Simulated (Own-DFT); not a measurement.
# What a defect does to the pressure of its cell: C40 NbSi2

Calculated, not measured: single-point runs of Own-DFT, a retired in-house plane-wave DFT program that no person has reviewed, on unrelaxed cells, without spin or spin-orbit coupling.

Settings: PBE; PseudoDojo norm-conserving scalar-relativistic files; cutoff 42 hartree; 4 x 4 x 5 k mesh centred on Gamma; cold (Marzari-Vanderbilt) smearing of 0.2 eV.

Known weak points: forces on such cells failed a check on a denser k mesh; stress not checked against mesh or cutoff.

All runs share one cell, with vectors in Å (0.000, 8.324, 0.000); (-9.613, 0.000, 0.000); (0.000, 0.000, 6.586) and a volume of 527.0 Å³. u is the rms random offset of the atoms per axis. The defect's site can differ from row to row.

```
cell,formula,u (Å),P (GPa)
no defect,Nb12Si24,0.0211,1.52
no defect,Nb12Si24,0.0505,2.91
no defect,Nb12Si24,0.0519,2.53
two Si on a Nb site each,Nb10Si26,0.0282,?
two Si on a Nb site each,Nb10Si26,0.0287,1.60
two Si on a Nb site each,Nb10Si26,0.0468,2.19
two Si on a Nb site each,Nb10Si26,0.0493,2.64
two Nb vacancies,Nb10Si24,0.0275,0.01
two Nb vacancies,Nb10Si24,0.0318,-0.12
two Nb vacancies,Nb10Si24,0.0494,1.06
one Si vacancy,Nb12Si23,0.0270,0.92
one Si vacancy,Nb12Si23,0.0290,1.08
one Si vacancy,Nb12Si23,0.0506,1.82
two Nb on a Si site each,Nb14Si22,0.0319,7.70
two Nb on a Si site each,Nb14Si22,0.0519,8.32
two Nb on a Si site each,Nb14Si22,0.0535,8.93
```

## Fit

P = P0 + c u² + a shift for each defect gives P0 = 1.27 GPa, c = 554 ± 64 GPa/Å² and a scatter of 0.21 GPa. The shifts, and each times the cell's volume:

- two Nb on a Si site each: 5.84 ± 0.17 GPa, 19.2 eV (9.6 eV for each of its 2 sites)
- two Si on a Nb site each: -0.13 ± 0.17 GPa, -0.4 eV (-0.2 eV for each of its 2 sites) (not resolved)
- one Si vacancy: -0.76 ± 0.17 GPa, -2.5 eV
- two Nb vacancies: -1.72 ± 0.17 GPa, -5.7 eV (-2.8 eV for each of its 2 sites)

A positive shift means that the defect pushes the cell outwards. Shift times volume (160.2 GPa Å³ is 1 eV) depends little on the cell's size, so, taken for each site, it can be compared between cells at like pressure. The atoms around the defects weren't relaxed, which would change these numbers.

## The run left out

Question: what pressure belongs in the blank (two Si on a Nb site each, u = 0.0282 Å)?

From the fit: 1.58 ± 0.25 GPa. The run itself gave 1.62 GPa.
